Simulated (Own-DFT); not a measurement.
# Stretching a layer in its plane: wurtzite AlGaN with randomly placed atoms, 72 atoms (Al27Ga9N36)

Everything here is calculated. The program is Own-DFT (plane waves, in-house, since retired, never reviewed by a person); positions were held fixed, and spin and spin-orbit coupling were off.

All runs used: PBE; PseudoDojo norm-conserving scalar-relativistic files (stringent for Ga); cutoff 96 hartree; 4 x 4 x 3 k mesh centred on Gamma; Gaussian smearing of 0.01 eV.

Keep in mind: forces on such cells passed a denser k mesh, each cell not checked; stress not checked against mesh or cutoff.

Unstrained cell vectors in Å: (9.394, 0.000, 0.000); (-4.697, 8.135, 0.000); (0.000, 0.000, 10.066). The unstrained cell has measured lattice constants (interpolated for alloys), not those of this functional. That, the random moves and any unrelaxed bonds set the pressure at no strain. Each run strains x and y alike by e, as a substrate would, and holds the height along z. Each atom got a random Gaussian move of width 0.05 Å along each axis. The random placing of the alloy's atoms differs from row to row. Stress is positive in tension.

```
e (%),u (Å),(s_xx + s_yy)/2 (GPa),s_zz (GPa)
-3.00,0.052,-27.70,-11.83
-2.25,0.051,-20.85,-9.80
-1.75,0.046,-16.79,-9.93
-1.25,0.052,-13.64,-9.36
-0.50,0.048,-9.40,-8.06
-0.25,0.054,?,?
0.75,0.049,-2.30,-4.40
1.25,0.054,-0.05,-5.83
1.75,0.051,2.72,-5.41
2.25,0.050,5.28,-2.29
```

## Worked fit

With e as a fraction, the in-plane stress is -6.1 + 576 e - 4128 e² GPa (errors 11 and 744, scatter 0.53), and s_zz is -6.9 + 159 e GPa (slope ± 18, scatter 0.94). At e = 0 the first slope is C11 + C12 and the second 2 C13, both with the ions held to the strained lattice and at the cell's own pressure. The term in e² is negative: the layer stiffens under compression and softens under tension. A free layer would change its height as e changes, and the in-plane slope would drop by 2 C13²/C33 to the biaxial modulus. At fixed height, a misfit of 1 % moves the in-plane stress by about 5.8 GPa and s_zz by 1.6 GPa.

## Check

Question: what are the two stresses at e = -0.25 %?

From the fit: -7.6 and -7.3 GPa. The run itself gave -8.44 and -6.46 GPa.
